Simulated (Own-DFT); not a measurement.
# Computed records: Hf₃₁SiO₆₄ (monoclinic hafnia with substituted atoms, atoms displaced), Hf₁₆O₃₁ (monoclinic hafnia with two neutral oxygen vacancies, strained, atoms displaced), Hf₃₂O₆₃ (monoclinic hafnia with one neutral oxygen vacancy, atoms displaced)

Computed with Own-DFT development build. A calculation, not a measurement: plane-wave PBE and HSE06 DFT by an unreviewed code, no spin, of a simulated cell at Gamma alone, so results move with cell size and shape, stress positive in tension, energies less offsets, not probed for a lower state with spin; hafnium file: forces about 75 meV/angstrom off all-electron values; oxygen file: force components 24 meV/angstrom off all-electron in a glass; k mesh not checked against a denser one; forces and stress are PBE's, HSE06 gives the energy alone, and its difference from PBE has offsets of its own; offsets are fitted by least squares, one for each functional and potential file, so energies compare only between cells with the same atoms and settings and are not formation energies; the far tail of each file's local potential was reset to the Coulomb form; each entry is a single point on an unrelaxed cell, so the pressure reflects the starting lattice, mostly measured values, from which strain is counted, and rises with the displacements; printed positions are rounded, which can move forces by about a meV/angstrom; the program is a retired in-house code; no spin-orbit coupling.

Settings shared by all entries: first functional PBE; second functional HSE06; exact exchange share 0.25; screening 0.11 1/bohr; exchange divergence Gygi-Baldereschi; potential files PseudoDojo norm-conserving, scalar-relativistic, made for PBE, standard set; wave cutoff 48 hartree; occupations fixed; k mesh 1 x 1 x 1 centred on Gamma.

(1) Hf₃₁SiO₆₄ (monoclinic hafnia with substituted atoms, atoms displaced)

```cif
# cell vector a (Å): 10.2340 0.0000 0.0000
# cell vector b (Å): 0.0000 10.3500 0.0000
# cell vector c (Å): -1.6955 0.0000 10.4453
data_Hf31SiO64
_symmetry_space_group_name_H-M 'P 1'
_symmetry_Int_Tables_number 1
_cell_length_a 10.2340
_cell_length_b 10.3500
_cell_length_c 10.5820
_cell_angle_alpha 90.000
_cell_angle_beta 99.220
_cell_angle_gamma 90.000
_cell_volume 1106.39
loop_
_atom_site_label
_atom_site_type_symbol
_atom_site_fract_x
_atom_site_fract_y
_atom_site_fract_z
_atom_site_occupancy
Hf1 Hf 0.13477 0.02118 0.10467 1
Hf2 Hf 0.35519 0.26842 0.14614 1
Hf3 Hf 0.36675 0.47646 0.40052 1
Hf4 Hf 0.14923 0.22782 0.36112 1
O1 O 0.03582 0.16730 0.17253 1
O2 O 0.46832 0.41287 0.07072 1
O3 O 0.46064 0.33529 0.32858 1
O4 O 0.03404 0.09220 0.42021 1
O5 O 0.22028 0.38633 0.23736 1
O6 O 0.27289 0.13317 0.00834 1
O7 O 0.26495 0.13164 0.25351 1
O8 O 0.22069 0.36974 0.48211 1
Hf5 Hf 0.13409 0.02628 0.60192 1
Hf6 Hf 0.36420 0.27838 0.64777 1
Hf7 Hf 0.35688 0.47944 0.89683 1
Hf8 Hf 0.14634 0.22523 0.85978 1
O9 O 0.04271 0.16087 0.67703 1
O10 O 0.46829 0.41892 0.57877 1
O11 O 0.46316 0.33847 0.83243 1
O12 O 0.03507 0.08264 0.91412 1
O13 O 0.22044 0.38703 0.74203 1
O14 O 0.28194 0.13716 0.50764 1
O15 O 0.27787 0.12210 0.75814 1
O16 O 0.22625 0.37330 0.99853 1
Hf9 Hf 0.13392 0.52063 0.11047 1
Hf10 Hf 0.36362 0.77526 0.15221 1
Hf11 Hf 0.36127 0.97934 0.39358 1
Hf12 Hf 0.13846 0.72108 0.35460 1
O17 O 0.03757 0.66582 0.17748 1
O18 O 0.45860 0.91702 0.08279 1
O19 O 0.46153 0.83858 0.32789 1
O20 O 0.03707 0.59228 0.41943 1
O21 O 0.22547 0.88050 0.23932 1
O22 O 0.26996 0.62933 0.00740 1
O23 O 0.26426 0.62804 0.26288 1
O24 O 0.22606 0.86768 0.49288 1
Hf13 Hf 0.13987 0.52992 0.60446 1
Hf14 Hf 0.36898 0.76699 0.64865 1
Hf15 Hf 0.35925 0.97344 0.89820 1
Hf16 Hf 0.14502 0.73650 0.85101 1
O25 O 0.03686 0.66835 0.68137 1
O26 O 0.45772 0.92100 0.57530 1
O27 O 0.46263 0.83897 0.83173 1
O28 O 0.03511 0.58803 0.92439 1
O29 O 0.21596 0.88487 0.73638 1
O30 O 0.27156 0.63687 0.50783 1
O31 O 0.27762 0.61690 0.75741 1
O32 O 0.21938 0.87887 0.99165 1
Hf17 Hf 0.64183 0.02614 0.09819 1
Hf18 Hf 0.85819 0.26776 0.14706 1
Hf19 Hf 0.86217 0.49327 0.38514 1
Hf20 Hf 0.64304 0.22029 0.34557 1
O33 O 0.53484 0.16953 0.17080 1
O34 O 0.96191 0.40890 0.06954 1
O35 O 0.96436 0.33387 0.32663 1
O36 O 0.53861 0.08800 0.42747 1
O37 O 0.73047 0.37554 0.23684 1
O38 O 0.78030 0.13403 0.01021 1
O39 O 0.77019 0.11787 0.25703 1
O40 O 0.72309 0.37208 0.49170 1
Hf21 Hf 0.63817 0.01681 0.60068 1
Hf22 Hf 0.85467 0.26775 0.63766 1
Hf23 Hf 0.85747 0.48151 0.89231 1
Hf24 Hf 0.63720 0.22813 0.85826 1
O41 O 0.53636 0.17044 0.67349 1
O42 O 0.95746 0.41596 0.57341 1
O43 O 0.96142 0.33882 0.81288 1
O44 O 0.54097 0.07505 0.92307 1
O45 O 0.72706 0.36243 0.73485 1
O46 O 0.77283 0.13414 0.51360 1
O47 O 0.78044 0.11980 0.76246 1
O48 O 0.73006 0.36924 0.98672 1
Hf25 Hf 0.64034 0.51036 0.10789 1
Hf26 Hf 0.86810 0.77348 0.14743 1
Si1 Si 0.86647 0.98378 0.38744 1
Hf27 Hf 0.63401 0.72476 0.34972 1
O49 O 0.52956 0.67192 0.16782 1
O50 O 0.96685 0.91338 0.07652 1
O51 O 0.96808 0.83019 0.32756 1
O52 O 0.54179 0.58640 0.41797 1
O53 O 0.71615 0.87985 0.23373 1
O54 O 0.77417 0.62708 0.99776 1
O55 O 0.77899 0.61904 0.25717 1
O56 O 0.73070 0.87530 0.50510 1
Hf28 Hf 0.63006 0.51978 0.60257 1
Hf29 Hf 0.86001 0.77916 0.64851 1
Hf30 Hf 0.86724 0.97882 0.89633 1
Hf31 Hf 0.63184 0.73129 0.84793 1
O57 O 0.52380 0.66672 0.66634 1
O58 O 0.95721 0.91907 0.57656 1
O59 O 0.96003 0.84002 0.82227 1
O60 O 0.53454 0.57347 0.92659 1
O61 O 0.72585 0.87796 0.74200 1
O62 O 0.76683 0.63439 0.50078 1
O63 O 0.78100 0.62675 0.76521 1
O64 O 0.72144 0.87062 0.98903 1
```

```
PBE energy of cell above offsets : -85.132 eV
HSE06 less PBE above offsets     : 0.476 eV
PBE pressure                     : 4.76 GPa
PBE stress xx                    : -4.76 GPa
PBE stress yy                    : -4.8 GPa
PBE stress zz                    : -4.73 GPa
PBE stress yz                    : -0.23 GPa
PBE stress xz                    : 0.54 GPa
PBE stress xy                    : 0.32 GPa
```

Force:
```csv
element,x (eV/Å),y (eV/Å),z (eV/Å)
Hf,0.05,0.487,0.022
Hf,0.468,1.643,-0.291
Hf,-1.048,0.694,-1.933
Hf,-2.628,1.483,-2.128
O,-0.623,-0.268,-0.23
O,-0.245,-0.658,1.525
O,0.694,-0.492,-0.174
O,-2.538,-2.454,-0.229
O,0.652,-0.832,1.08
O,0.55,-0.693,0.455
O,1.821,-1.574,0.683
O,0.982,1.661,1.707
Hf,0.602,-1.1,0.12
Hf,-0.428,-1.778,0.99
Hf,-0.127,0.444,0.886
Hf,-2.067,1.742,-1.974
O,-1.066,0.971,-0.224
O,-1.063,0.061,-0.375
O,0.522,-1.16,-0.906
O,0.176,-0.142,1.168
O,0.54,-0.769,-0.551
O,-0.356,-0.814,0.214
O,0.626,0.099,0.591
O,-0.07,-0.564,-0.73
Hf,-0.129,0.044,-2.492
Hf,-1.262,-0.876,-1.406
Hf,-0.825,0.266,0.94
Hf,1.269,3.735,0.696
O,-1.615,0.389,-0.619
O,0.979,1.172,-0.633
O,1.187,-0.788,0.539
O,-1.813,-2.096,1.171
O,-0.429,1.025,0.133
O,0.656,0.701,0.637
O,2.474,-1.51,-0.089
O,0.099,0.697,-0.841
Hf,-2.227,-1.476,0.362
Hf,-3.731,2.672,-1.44
Hf,-0.378,2.012,-0.045
Hf,-1.88,-1.514,0.908
O,0.006,-0.154,-1.16
O,0.866,-0.187,0.404
O,0.452,-1.421,-0.827
O,-0.177,0.198,-0.005
O,0.668,-0.719,0.872
O,0.964,-1.451,0.821
O,0.358,1.419,-0.03
O,0.252,-0.665,-0.532
Hf,-0.985,-1.946,0.083
Hf,3.195,1.159,-0.422
Hf,0.768,-3.735,3.236
Hf,-1.618,2.148,2.803
O,0.049,-0.318,-0.279
O,0.459,0.536,0.762
O,0.078,0.465,0.027
O,-0.812,-0.447,-1.073
O,-1.195,0.19,0.409
O,-0.546,-0.916,0.18
O,1.922,-1.948,1.375
O,-0.798,0.385,-1.496
Hf,-0.129,1.184,1.188
Hf,2.165,1.648,1.641
Hf,2.264,-0.916,-0.42
Hf,0.586,0.159,-1.546
O,-0.439,0.08,0.096
O,1.57,1.391,-0.526
O,1.165,-0.421,1.394
O,-0.718,0.444,-0.377
O,-1.991,2.371,0.24
O,0.574,-2.09,-2.494
O,-0.617,-0.639,0.021
O,-1.411,0.146,0.49
Hf,-0.634,1.62,-2.472
Hf,-1.236,-0.671,-1.024
Si,1.826,-0.923,1.895
Hf,1.287,2.544,-0.17
O,1.327,-1.321,0.761
O,0.056,0.364,0.015
O,-2.778,3.145,0.402
O,-2.446,-1.749,0.551
O,1.259,0.216,1.275
O,-0.58,0.657,1.961
O,-0.905,1.195,-1.211
O,-0.655,0.178,-3.085
Hf,4.07,-0.563,0.208
Hf,0.335,-1.807,-0.333
Hf,-1.211,0.61,-0.772
Hf,1.493,-0.972,2.486
O,2.436,-1.066,0.659
O,1.268,1.554,-2.018
O,1.557,-0.606,0.517
O,0.683,1.612,-1.152
O,-1.323,0.002,0.001
O,0.746,-0.083,0.867
O,-1.48,-0.392,-1.761
O,0.179,0.063,0.029
```

(2) Hf₁₆O₃₁ (monoclinic hafnia with two neutral oxygen vacancies, strained, atoms displaced)

```cif
# cell vector a (Å): 10.2552 -0.0280 -0.1352
# cell vector b (Å): -0.0283 10.3861 0.1060
# cell vector c (Å): -1.8370 0.1116 10.3521
data_Hf16O31
_symmetry_space_group_name_H-M 'P 1'
_symmetry_Int_Tables_number 1
_cell_length_a 10.2561
_cell_length_b 10.3867
_cell_length_c 10.5144
_cell_angle_alpha 88.789
_cell_angle_beta 100.819
_cell_angle_gamma 90.320
_cell_volume 1099.91
loop_
_atom_site_label
_atom_site_type_symbol
_atom_site_fract_x
_atom_site_fract_y
_atom_site_fract_z
_atom_site_occupancy
Hf1 Hf 0.13842 0.02686 0.10108 1
Hf2 Hf 0.34878 0.26762 0.13333 1
Hf3 Hf 0.36309 0.49546 0.39760 1
Hf4 Hf 0.13300 0.23540 0.34947 1
O1 O 0.03276 0.16739 0.18215 1
O2 O 0.46312 0.41787 0.07408 1
O3 O 0.47651 0.32167 0.31994 1
O4 O 0.04544 0.08605 0.43850 1
O5 O 0.22625 0.35520 0.24781 1
O6 O 0.27628 0.12222 0.01611 1
O7 O 0.27325 0.11513 0.26167 1
O8 O 0.22273 0.38067 0.48256 1
Hf5 Hf 0.15963 0.02482 0.61314 1
Hf6 Hf 0.36949 0.27156 0.63322 1
Hf7 Hf 0.35208 0.47701 0.89997 1
Hf8 Hf 0.13859 0.24378 0.86096 1
O9 O 0.04000 0.16514 0.69260 1
O10 O 0.45987 0.42180 0.55287 1
O11 O 0.45438 0.33530 0.84070 1
O12 O 0.03134 0.07434 0.90535 1
O13 O 0.22179 0.36982 0.74587 1
O14 O 0.28152 0.13108 0.49977 1
O15 O 0.28534 0.12083 0.75948 1
O16 O 0.22081 0.36684 0.99392 1
Hf9 Hf 0.13018 0.52301 0.09911 1
Hf10 Hf 0.35399 0.77279 0.14865 1
Hf11 Hf 0.35201 0.98268 0.39976 1
Hf12 Hf 0.14694 0.73300 0.35705 1
O17 O 0.04362 0.66802 0.18006 1
O18 O 0.46061 0.91030 0.06374 1
O19 O 0.47545 0.82674 0.33119 1
O20 O 0.03572 0.58297 0.42481 1
O21 O 0.28183 0.63746 0.99389 1
O22 O 0.27807 0.61650 0.25191 1
Hf13 Hf 0.13657 0.51655 0.59574 1
Hf14 Hf 0.35686 0.76784 0.63541 1
Hf15 Hf 0.36077 0.97297 0.88789 1
Hf16 Hf 0.14175 0.72780 0.85154 1
O23 O 0.03714 0.66361 0.67179 1
O24 O 0.46655 0.91433 0.57597 1
O25 O 0.46207 0.83095 0.83057 1
O26 O 0.04329 0.57755 0.91592 1
O27 O 0.22049 0.88116 0.75117 1
O28 O 0.28541 0.63290 0.49587 1
O29 O 0.27996 0.62813 0.76032 1
O30 O 0.22299 0.87544 0.98001 1
Hf17 Hf 0.62926 0.01904 0.10167 1
Hf18 Hf 0.86122 0.27081 0.16208 1
Hf19 Hf 0.86963 0.48577 0.39075 1
Hf20 Hf 0.64285 0.23623 0.35166 1
O31 O 0.53937 0.16354 0.17843 1
O32 O 0.95989 0.41584 0.08277 1
O33 O 0.96716 0.31106 0.34023 1
O34 O 0.53565 0.08532 0.41111 1
O35 O 0.72019 0.38700 0.23282 1
O36 O 0.77883 0.12433 0.99495 1
O37 O 0.77291 0.11849 0.25217 1
O38 O 0.71836 0.37847 0.48699 1
Hf21 Hf 0.63841 0.02553 0.61035 1
Hf22 Hf 0.87438 0.26652 0.64719 1
Hf23 Hf 0.84883 0.48243 0.90958 1
Hf24 Hf 0.63514 0.23209 0.86564 1
O39 O 0.55087 0.14702 0.67722 1
O40 O 0.96095 0.42123 0.58373 1
O41 O 0.95838 0.33356 0.83740 1
O42 O 0.54598 0.08558 0.92559 1
O43 O 0.73074 0.36336 0.74015 1
O44 O 0.76804 0.13793 0.51112 1
O45 O 0.78136 0.11653 0.75131 1
O46 O 0.72465 0.38294 0.99786 1
Hf25 Hf 0.63620 0.52663 0.10357 1
Hf26 Hf 0.85785 0.76563 0.15199 1
Hf27 Hf 0.85959 0.98673 0.39653 1
Hf28 Hf 0.62965 0.72147 0.34777 1
O47 O 0.54280 0.66985 0.16329 1
O48 O 0.95688 0.92530 0.06628 1
O49 O 0.95244 0.83658 0.32029 1
O50 O 0.53261 0.58596 0.42654 1
O51 O 0.72159 0.89043 0.22635 1
O52 O 0.78262 0.61928 0.99729 1
O53 O 0.78013 0.62737 0.26279 1
O54 O 0.73547 0.88054 0.48707 1
Hf29 Hf 0.64511 0.52951 0.60173 1
Hf30 Hf 0.86576 0.77191 0.65805 1
Hf31 Hf 0.85504 0.98367 0.89012 1
Hf32 Hf 0.63155 0.73578 0.85658 1
O55 O 0.53187 0.66551 0.67258 1
O56 O 0.96133 0.91273 0.57427 1
O57 O 0.95579 0.82868 0.81621 1
O58 O 0.52879 0.59820 0.92249 1
O59 O 0.72565 0.87709 0.73391 1
O60 O 0.76905 0.63118 0.49298 1
O61 O 0.78316 0.61009 0.76112 1
O62 O 0.72530 0.88089 0.99266 1
```

```
PBE energy of cell above offsets : -78.375 eV
HSE06 less PBE above offsets     : 1.048 eV
PBE pressure                     : 9.4 GPa
PBE stress xx                    : -8.72 GPa
PBE stress yy                    : -7.45 GPa
PBE stress zz                    : -12.02 GPa
PBE stress yz                    : 2.11 GPa
PBE stress xz                    : -2.66 GPa
PBE stress xy                    : 0.36 GPa
```

Force:
```csv
element,x (eV/Å),y (eV/Å),z (eV/Å)
Hf,-2.394,-1.495,-0.802
Hf,3.922,-0.55,4.864
Hf,0.235,-4.112,-3.425
Hf,2.953,-2.962,1.902
O,-0.013,-0.722,-1.861
O,-0.252,0.058,0.466
O,-3.052,2.787,-0.112
O,-0.451,-0.486,-0.297
O,0.733,3.337,-2.282
O,0.095,0.716,-1.266
O,-0.241,-0.674,-1.191
O,-0.447,-0.212,1.521
Hf,-4.255,0.044,-0.737
Hf,0.153,-0.128,1.438
Hf,1.741,1.787,-0.883
Hf,-2.768,-3.698,-1.693
O,1.112,-0.411,-2.271
O,1.191,-2.251,4.907
O,1.762,-1.248,-1.813
O,1.692,1.083,1.953
O,0.437,1.423,-1.71
O,0.394,0.698,1.999
O,0.675,0.794,-0.697
O,-0.299,2.187,0.818
Hf,0.059,-0.331,-0.028
Hf,1.759,0.745,-1.544
Hf,3.708,-0.079,-1.011
Hf,-1.924,0.921,-1.352
O,-0.538,0.005,-0.685
O,-0.238,-0.402,1.673
O,-3.223,1.552,-0.89
O,1.065,0.755,-0.93
O,-0.588,-0.545,2.605
O,-0.505,1.081,-0.812
Hf,-0.802,0.18,2.854
Hf,1.437,0.661,2.293
Hf,0.436,0.828,1.304
Hf,-0.924,0.619,-0.785
O,0.788,-0.594,-0.636
O,-1.636,-0.618,0.261
O,0.052,0.316,-1.213
O,-0.818,-0.502,1.414
O,0.577,-0.312,-2.573
O,-1.358,0.901,1.006
O,-0.008,-1.114,-1.568
O,-0.847,-0.368,2.194
Hf,0.827,1.062,0.728
Hf,-0.757,-1.779,-2.889
Hf,-3.17,-1.4,1.538
Hf,-0.753,-1.37,0.476
O,-1.149,0.144,-2.317
O,1.71,0.712,1.515
O,-3.843,3.68,0.404
O,-1.244,-1.243,1.372
O,1.365,-0.262,1.414
O,-0.266,2.242,1.977
O,0.897,1.481,0.424
O,1.097,0.78,-0.086
Hf,3.935,-3.568,-4.424
Hf,-2.722,-0.36,0.916
Hf,2.942,-2.799,-4.471
Hf,2.168,0.71,-1.591
O,-6.094,6.217,2.023
O,1.542,0.991,-1.015
O,1.799,-0.416,0.367
O,-2.788,-0.912,-1.508
O,-1.697,1.427,-0.003
O,1.415,-0.238,-0.33
O,0.152,0.583,0.554
O,-1.615,-2.182,-0.254
Hf,-0.438,-0.925,-1.376
Hf,0.447,3.361,-1.551
Hf,0.052,-1.282,0.978
Hf,2.679,2.627,0.77
O,-1.689,0.72,0.763
O,1.609,-1.249,2.229
O,2.524,-0.667,0.925
O,0.086,0.645,-0.864
O,0.297,-2.619,1.801
O,-1.8,3.623,3.261
O,0.432,-0.693,-1.302
O,-1.476,-1.264,-0.646
Hf,0.992,-2.114,0.682
Hf,-0.571,-0.159,-4.633
Hf,0.817,-0.46,-0.219
Hf,1.178,0.229,-0.765
O,0.152,-0.011,-0.43
O,2.455,0.901,0.736
O,2.104,0.468,3.74
O,-0.224,-1.584,0.396
O,-1.506,-0.462,1.004
O,0.652,-0.654,1.706
O,-1.029,1.003,-1.319
O,-0.884,-2.6,-1.107
```

(3) Hf₃₂O₆₃ (monoclinic hafnia with one neutral oxygen vacancy, atoms displaced)

```cif
# cell vector a (Å): 10.2340 0.0000 0.0000
# cell vector b (Å): 0.0000 10.3500 0.0000
# cell vector c (Å): -1.6955 0.0000 10.4453
data_Hf32O63
_symmetry_space_group_name_H-M 'P 1'
_symmetry_Int_Tables_number 1
_cell_length_a 10.2340
_cell_length_b 10.3500
_cell_length_c 10.5820
_cell_angle_alpha 90.000
_cell_angle_beta 99.220
_cell_angle_gamma 90.000
_cell_volume 1106.39
loop_
_atom_site_label
_atom_site_type_symbol
_atom_site_fract_x
_atom_site_fract_y
_atom_site_fract_z
_atom_site_occupancy
Hf1 Hf 0.14382 0.03210 0.09629 1
Hf2 Hf 0.35564 0.25728 0.13606 1
Hf3 Hf 0.36186 0.49193 0.39839 1
Hf4 Hf 0.14351 0.23969 0.35628 1
O1 O 0.02585 0.18163 0.18222 1
O2 O 0.46969 0.41322 0.07293 1
O3 O 0.46421 0.35133 0.31646 1
O4 O 0.02794 0.08530 0.42784 1
O5 O 0.21404 0.38716 0.25642 1
O6 O 0.27279 0.11944 0.00928 1
O7 O 0.27720 0.11595 0.26376 1
Hf5 Hf 0.12396 0.02624 0.59507 1
Hf6 Hf 0.36559 0.26021 0.64560 1
Hf7 Hf 0.36420 0.47700 0.88179 1
Hf8 Hf 0.13390 0.22937 0.86223 1
O8 O 0.04327 0.15729 0.67625 1
O9 O 0.45956 0.41289 0.58890 1
O10 O 0.45827 0.34477 0.82788 1
O11 O 0.03582 0.08858 0.93210 1
O12 O 0.22790 0.36923 0.74861 1
O13 O 0.26914 0.13931 0.50620 1
O14 O 0.28055 0.13002 0.76015 1
O15 O 0.22246 0.37617 0.99547 1
Hf9 Hf 0.13534 0.52135 0.10891 1
Hf10 Hf 0.37059 0.76421 0.14766 1
Hf11 Hf 0.35747 0.98871 0.39751 1
Hf12 Hf 0.13618 0.74331 0.36399 1
O16 O 0.03823 0.66690 0.18197 1
O17 O 0.46384 0.92167 0.07268 1
O18 O 0.46486 0.81899 0.31772 1
O19 O 0.03916 0.58916 0.43373 1
O20 O 0.22944 0.87859 0.24623 1
O21 O 0.28514 0.62483 0.01569 1
O22 O 0.29327 0.62743 0.25904 1
O23 O 0.22193 0.86273 0.48422 1
Hf13 Hf 0.13061 0.52185 0.61251 1
Hf14 Hf 0.35714 0.76700 0.65564 1
Hf15 Hf 0.36235 0.98681 0.89861 1
Hf16 Hf 0.14283 0.72352 0.84218 1
O24 O 0.02954 0.67044 0.66523 1
O25 O 0.47148 0.92222 0.57505 1
O26 O 0.46077 0.83517 0.82245 1
O27 O 0.04636 0.57176 0.93476 1
O28 O 0.22385 0.87676 0.74326 1
O29 O 0.28104 0.62371 0.51021 1
O30 O 0.28238 0.61595 0.76139 1
O31 O 0.23118 0.86459 0.98525 1
Hf17 Hf 0.64628 0.02163 0.10608 1
Hf18 Hf 0.86411 0.27565 0.13776 1
Hf19 Hf 0.85601 0.49002 0.39606 1
Hf20 Hf 0.64326 0.23708 0.35830 1
O32 O 0.52976 0.17449 0.16586 1
O33 O 0.97391 0.40393 0.07245 1
O34 O 0.96091 0.34073 0.32882 1
O35 O 0.53373 0.08903 0.43162 1
O36 O 0.74705 0.37750 0.22985 1
O37 O 0.76527 0.12537 0.01408 1
O38 O 0.78581 0.11629 0.27168 1
O39 O 0.72854 0.37539 0.49383 1
Hf21 Hf 0.63847 0.02207 0.61135 1
Hf22 Hf 0.85194 0.26698 0.64004 1
Hf23 Hf 0.85388 0.48153 0.89341 1
Hf24 Hf 0.63087 0.23306 0.85901 1
O40 O 0.52715 0.16474 0.67540 1
O41 O 0.96794 0.40942 0.58639 1
O42 O 0.95333 0.33741 0.83380 1
O43 O 0.52475 0.09067 0.91230 1
O44 O 0.72347 0.37300 0.74307 1
O45 O 0.77248 0.12928 0.50934 1
O46 O 0.76511 0.12237 0.74910 1
O47 O 0.72308 0.38117 0.97126 1
Hf25 Hf 0.63674 0.52869 0.10194 1
Hf26 Hf 0.85721 0.77211 0.16131 1
Hf27 Hf 0.84728 0.97521 0.39245 1
Hf28 Hf 0.64231 0.73327 0.34814 1
O48 O 0.53504 0.67778 0.17079 1
O49 O 0.96464 0.92816 0.08208 1
O50 O 0.96996 0.83927 0.31314 1
O51 O 0.53644 0.58055 0.42549 1
O52 O 0.71622 0.86900 0.24182 1
O53 O 0.78495 0.64339 0.01024 1
O54 O 0.76925 0.61695 0.25807 1
O55 O 0.71849 0.87931 0.49153 1
Hf29 Hf 0.64981 0.51929 0.61964 1
Hf30 Hf 0.85356 0.77119 0.65140 1
Hf31 Hf 0.86711 0.97896 0.89574 1
Hf32 Hf 0.65018 0.72839 0.85751 1
O56 O 0.54396 0.66771 0.66868 1
O57 O 0.96583 0.91511 0.57060 1
O58 O 0.96740 0.83147 0.81760 1
O59 O 0.54277 0.58603 0.92474 1
O60 O 0.72616 0.89086 0.73864 1
O61 O 0.77343 0.63309 0.52295 1
O62 O 0.76818 0.62012 0.75286 1
O63 O 0.72552 0.86871 0.97451 1
```

```
PBE energy of cell above offsets : -83.047 eV
HSE06 less PBE above offsets     : 0.562 eV
PBE pressure                     : 7.64 GPa
PBE stress xx                    : -6.37 GPa
PBE stress yy                    : -7.95 GPa
PBE stress zz                    : -8.59 GPa
PBE stress yz                    : -0.62 GPa
PBE stress xz                    : 0.2 GPa
PBE stress xy                    : 0.27 GPa
```

Force:
```csv
element,x (eV/Å),y (eV/Å),z (eV/Å)
Hf,-2.993,-4.411,4.367
Hf,1.569,4.758,2.572
Hf,0.23,-1.261,0.164
Hf,-1.985,0.429,0.568
O,3.366,-2.787,-0.808
O,0.293,0.037,-0.071
O,1.216,-2.065,0.163
O,-0.109,0.373,-1.212
O,0.58,-0.664,-0.798
O,0.974,1.865,-0.672
O,-0.314,2.031,-1.919
Hf,2.095,-1.558,0.315
Hf,-2.009,2.495,-0.563
Hf,-2.108,1.618,4.676
Hf,0.763,2.516,-2.539
O,-3.044,2.595,1.63
O,1.101,1.062,-0.566
O,3.989,-3.729,-0.62
O,-1.032,0.079,-1.135
O,-1.453,1.295,-1.221
O,0.156,-1.132,-0.565
O,-0.76,-1.35,1.344
O,0.494,-2.169,-0.359
Hf,1.639,0.988,0.802
Hf,-3.866,1.552,-1.753
Hf,1.356,-2.76,0.74
Hf,1.625,-3.676,-2.891
O,-1.126,-0.065,-0.4
O,1.636,0.848,0.588
O,0.507,2.523,2.773
O,-1.488,-0.285,-0.466
O,-0.357,1.001,-0.813
O,-0.441,-0.288,-1.162
O,-1.625,-0.594,0.498
O,1.245,2.86,2.949
Hf,1.479,-2.192,-1.478
Hf,2.598,1.05,-2.014
Hf,-0.059,-2.877,-1.979
Hf,-0.615,0.824,3.655
O,0.243,-0.037,0.879
O,-2.148,-1.365,0.246
O,1.165,-0.362,0.761
O,-0.974,1.664,-2.779
O,-0.353,0.145,-0.993
O,-1.073,0.768,1.402
O,-0.876,1.017,-1.27
O,-1.233,0.819,0.234
Hf,-3.07,-0.114,-0.409
Hf,0.319,-0.145,0.763
Hf,2.823,-2.029,0.7
Hf,-2.226,-0.124,-1.201
O,2.139,-1.664,0.404
O,-0.933,1.005,-0.397
O,0.465,0.411,1.067
O,0.49,1.183,-1.759
O,-3.57,1.363,0.832
O,0.976,0.961,-0.972
O,-1.903,0.608,-1.899
O,-0.356,-0.28,-0.742
Hf,-1.302,0.237,-1.87
Hf,1.861,0.255,1.393
Hf,2.905,0.093,0.684
Hf,-0.051,0.023,-1.46
O,1.812,-0.41,0.668
O,-0.295,0.428,-0.376
O,1.64,-1.842,-0.926
O,1.147,0.007,1.534
O,-0.206,0.409,-1.061
O,0.266,0.293,-0.142
O,1.13,0.665,2.546
O,-0.94,-0.524,2.254
Hf,-1.778,-1.816,-0.611
Hf,3.593,-0.647,-3.758
Hf,2.874,0.809,2.1
Hf,-4.474,-1.506,3.311
O,3.783,-2.688,-0.752
O,-0.792,-0.645,-0.719
O,-1.971,1.689,2.195
O,1.862,0.739,0.127
O,0.727,1.97,-0.933
O,-0.198,-1.611,0.138
O,0.687,0.801,0.229
O,0.312,-1.036,-0.504
Hf,-4.14,-0.556,-3.887
Hf,1.137,1.583,-1.794
Hf,-0.212,-0.577,0.093
Hf,-3.381,0.448,-1.468
O,-1.169,0.71,0.884
O,-1.587,-1.413,0.099
O,-0.454,0.766,1.56
O,0.311,0.475,-0.546
O,0.483,-1.904,0.998
O,0.925,-0.414,-1.757
O,2.091,0.338,2.614
O,-0.02,2.091,2.469
```
